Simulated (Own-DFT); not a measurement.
# What it costs to cut wurtzite AlN, m plane (10-10)

Everything here is calculated. The program is Own-DFT (plane waves, in-house, since retired, never reviewed by a person); positions were held fixed, and spin and spin-orbit coupling were off.

Keep in mind (not all hold for every row): some atoms lie very close together; k mesh not checked against a denser one.

Both sets of runs: PBE; PseudoDojo norm-conserving scalar-relativistic files; cutoff 42 hartree; Gaussian smearing of 0.01 eV. The slab has 128 atoms in 16 layers, two equal faces of 62.02 Å² as cut, 15 Å of vacuum, a dipole correction along the normal and a 6 x 3 x 1 mesh. The bulk cell has 72 atoms, the same measured lattice constants and a 4 x 4 x 3 mesh. In the slab only the 32 atoms nearest the faces were moved at random; u is their rms move along one axis. Energies are counted from -174.06 eV for each atom.

| slab run | u (Å) | E (eV, cell) |
|---|---|---|
| 1 | 0.0479 | 20.248 |
| 2 | 0.0520 | 21.353 |
| 3 | 0.0528 | 20.911 |
| 4 | 0.0538 | 21.470 |
| 5 | 0.0912 | 27.376 |
| 6 | 0.0929 | 29.050 |
| 7 | 0.0963 | 27.302 |
| 8 | 0.1027 | 26.789 |
| 9 | 0.1031 | 30.040 |
| 10 | 0.1034 | 27.326 |
| 11 | 0.1086 | 31.012 |
| 12 | 0.1096 | 29.928 |

```
bulk run,u (Å),E (meV/atom)
1,0.0195,-1.90
2,0.0195,-2.93
3,0.0199,-1.93
4,0.0204,-0.90
5,0.0907,211.98
6,0.0945,262.50
7,0.0950,258.19
8,0.0969,332.23
9,0.0978,325.61
10,0.1069,407.36
```

The question: what is the energy of the unrelaxed surface?

## Working it out

Take each set to u = 0 with E = a + b u². Rows are weighted down as u grows, with residuals divided by u² + 0.0006 Å². Slab: a = 18.26 ± 0.33 eV. Bulk: a = -15.0 ± 1.6 meV/atom. The excess is 18.26 - 128 x (-0.0150) = 20.18 ± 0.39 eV. Over two faces that is 163 meV/Å², or 2.61 ± 0.05 J/m². Relaxing the faces would lower the energy, and the unlike meshes and the reach from the smallest u down to zero add errors that aren't counted here.
